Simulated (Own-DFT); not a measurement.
# Response to strain: wurtzite GaN, 96 atoms (Ga48N48)

Calculated results; nothing here was measured. The program, named Own-DFT, is a retired in-house plane-wave density functional code that no person has reviewed. Each row is one single-point run on a periodic cell that was not relaxed, without spin or spin-orbit coupling.

Settings of every run: PBE; PseudoDojo norm-conserving scalar-relativistic files; cutoff 42 hartree; 3 x 4 x 3 k mesh centred on Gamma; Fermi-Dirac smearing of 0.1 eV.

Known limits: forces on such cells passed a denser k mesh, each cell not checked; stress not checked against mesh or cutoff.

Unstrained cell vectors in Å: (12.756, 0.000, 0.000); (-4.784, 8.285, 0.000); (0.000, 0.000, 10.370). The unstrained cell has measured lattice constants (interpolated for alloys), not those of this functional. That, the random moves and any unrelaxed bonds set the pressure at no strain. Each run strains this cell uniformly, with the atoms carried along. Every atom was also moved at random, by a Gaussian of width 0.05 Å on each axis. Strain is the symmetric tensor, in per cent. Stress is positive in tension, and the pressure is minus a third of its trace.

```
run,e_xx (%),e_yy (%),e_zz (%),e_yz (%),e_xz (%),e_xy (%),s_xx (GPa),s_yy (GPa),s_zz (GPa),s_yz (GPa),s_xz (GPa),s_xy (GPa),P (GPa),E (meV/atom)
1,-1.26,0.27,0.89,-1.21,1.54,1.79,-11.95,-7.80,-4.32,-2.55,3.11,4.62,8.03,25.8
2,-1.35,1.87,1.21,1.80,1.54,1.30,-11.51,-0.80,-1.98,4.14,2.38,4.08,4.76,29.4
3,-0.36,1.80,-0.66,-0.62,1.42,-0.02,-8.04,-1.85,-8.40,-0.74,2.98,-0.44,6.10,14.5
4,-1.27,-0.48,1.39,-0.91,-1.78,-0.13,-12.84,-8.65,-4.01,-1.55,-3.87,-0.27,8.50,25.3
5,-1.92,-1.20,1.27,0.27,-0.41,-1.57,-17.01,-13.75,-4.87,0.85,-0.43,-4.50,11.88,38.7
6,0.45,1.20,0.46,1.52,-0.03,0.56,-2.74,-3.59,-4.54,3.17,0.30,1.69,3.62,15.0
7,-1.65,0.82,-0.12,-0.61,0.48,0.97,-14.34,-6.20,-9.29,-1.21,1.55,4.45,9.94,32.5
8,-0.85,-0.48,0.16,0.35,-0.18,-1.74,-10.36,-10.48,-8.21,0.80,-0.38,-4.94,9.68,13.4
9,1.49,1.66,-0.02,-0.76,-1.66,-1.02,-1.06,0.70,-5.44,-1.84,-3.03,-1.81,1.93,16.7
10,-1.53,0.76,1.24,1.78,0.08,1.96,-12.11,-6.11,-3.79,3.58,0.28,6.49,7.34,34.1
11,0.08,1.35,0.26,0.28,-0.24,0.26,-4.79,-2.11,-5.17,0.27,0.17,0.94,4.03,0.0
12,-1.87,1.06,-1.54,-1.83,-1.45,-1.42,-17.39,-6.73,-15.25,-3.95,-3.07,-3.97,13.12,59.8
13,1.09,-1.96,-1.56,1.92,0.92,-0.25,-6.95,-15.49,-16.79,4.85,2.39,-1.88,13.08,40.3
14,0.10,1.93,0.01,1.94,-1.02,-0.38,-5.73,1.15,-6.35,3.75,-2.32,-1.37,3.64,13.8
15,-1.74,-0.23,-1.54,0.19,-1.69,-0.18,-16.73,-10.91,-16.91,0.32,-2.85,0.31,14.85,41.3
16,-0.80,1.82,-1.71,-0.47,0.62,1.93,-8.98,-2.08,-17.65,-0.95,1.18,5.82,9.57,34.6
17,1.14,-0.28,1.90,-0.94,1.18,-0.72,-1.62,-6.55,0.53,-1.51,2.67,-2.30,2.55,9.6
18,0.29,0.51,0.14,1.01,-1.04,-0.90,?,?,?,?,?,?,?,?
```

E is the free energy for each atom above the lowest run shown.

## Worked fit

Each stress component was fitted by least squares to a constant and the strains of the runs shown, as fractions, with shears doubled. Shear strains stay in the fit of a normal stress only where such slopes are resolved. The slopes, in GPa:

```
stress  at no strain  per e_xx  per e_yy  per e_zz  scatter
  s_xx          -7.8  433 ± 23  110 ± 22   81 ± 23     1.05
  s_yy          -7.7   99 ± 16  395 ± 15   62 ± 15     0.71
  s_zz          -8.3   77 ± 21   98 ± 20  466 ± 21     0.95
```

Each shear stress against twice its own strain: yz 105 ± 3, xz 99 ± 5, xy 151 ± 9 GPa. These are stiffnesses along x, y and z of the frame in which the cell vectors are given, which need not be the crystal's axes. The atoms are held to the strained lattice; where symmetry lets them move under strain, relaxing them would lower some slopes. The table should be nearly symmetric about its diagonal, and what it lacks of that shows the noise. A ninth of its sum, 202 ± 4 GPa, estimates the bulk modulus near the mean pressure of these runs, 7.8 GPa, so it lies above the value at zero pressure.

## Withheld run

Question: what normal stresses and pressure should run 18 give?

The fit gives s_xx = -5.8, s_yy = -5.3, s_zz = -7.0 and P = 6.0 GPa. The calculation gave -3.25, -6.02, -8.03 and P = 5.77 GPa.
